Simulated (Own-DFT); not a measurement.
# Shaking the atoms of zincblende InP, 64 atoms (In32P32)

These are calculations, not measurements. They come from Own-DFT, an in-house plane-wave density functional program, since retired, whose code no person has reviewed. Each row is one single-point run on a periodic cell that was not relaxed, without spin or spin-orbit coupling.

Settings of every run: PBE; PseudoDojo norm-conserving scalar-relativistic files; cutoff 36 hartree; 3 x 3 x 3 k mesh centred on Gamma; Fermi-Dirac smearing of 0.1 eV.

Known limits: forces on such cells moved up to 12 meV/angstrom on a denser k mesh; stress not checked against mesh or cutoff.

Cell vectors in Å: (11.737, 0.000, 0.000); (0.000, 11.737, 0.000); (0.000, 0.000, 11.737). In each run every atom was moved at random and independently from its ideal site; u is the rms move along one axis. E is the free energy for each atom above the fitted value at u = 0, and F the rms of the force components.

| run | u (Å) | E (meV/atom) | F (eV/Å) | largest force (eV/Å) | P (GPa) |
|---|---|---|---|---|---|
| 1 | 0.0202 | 6.5 | 0.254 | 1.07 | 3.22 |
| 2 | 0.0203 | 5.4 | 0.221 | 0.66 | 3.19 |
| 3 | 0.0216 | 6.3 | 0.238 | 1.07 | 3.20 |
| 4 | 0.0482 | 31.3 | 0.545 | 1.92 | 3.52 |
| 5 | 0.0485 | ? | ? | ? | ? |
| 6 | 0.0493 | 34.8 | 0.601 | 2.46 | 3.58 |
| 7 | 0.0968 | 138.4 | 1.318 | 5.73 | 4.95 |
| 8 | 0.1000 | 134.9 | 1.191 | 4.80 | 4.74 |
| 9 | 0.1013 | 143.8 | 1.449 | 9.95 | 4.80 |
| 10 | 0.1488 | 338.9 | 2.469 | 14.10 | 7.35 |
| 11 | 0.1989 | 638.7 | 3.474 | 13.67 | 11.19 |

## Worked fit

For small independent moves the energy grows as E = (3/2) K u², with K the mean stiffness felt by one atom. The runs with u up to 0.11 Å give K = 9.4 ± 0.2 eV/Å², with residuals divided by u² + 0.0006 Å², since the noise grows with the moves. The scatter is 1.7 meV/atom at u = 0.05 Å. The forces follow F = G u with G = 12.3 eV/Å²; no force at u = 0 is resolved. G exceeds K because the moves of its neighbours add to the force on an atom, and stiffness differs between atoms. At u = 0.199 Å the parabola gives 555 meV/atom and the run 639. The pressure follows P = 3.14 + 171 u² GPa: at fixed volume, shortened bonds push harder than stretched ones pull.

## Withheld run

Question: what energy and rms force should run 5 give?

The fit gives 33 ± 2 meV/atom and about 0.60 eV/Å. The calculation gave 32.0 meV/atom and 0.575 eV/Å.
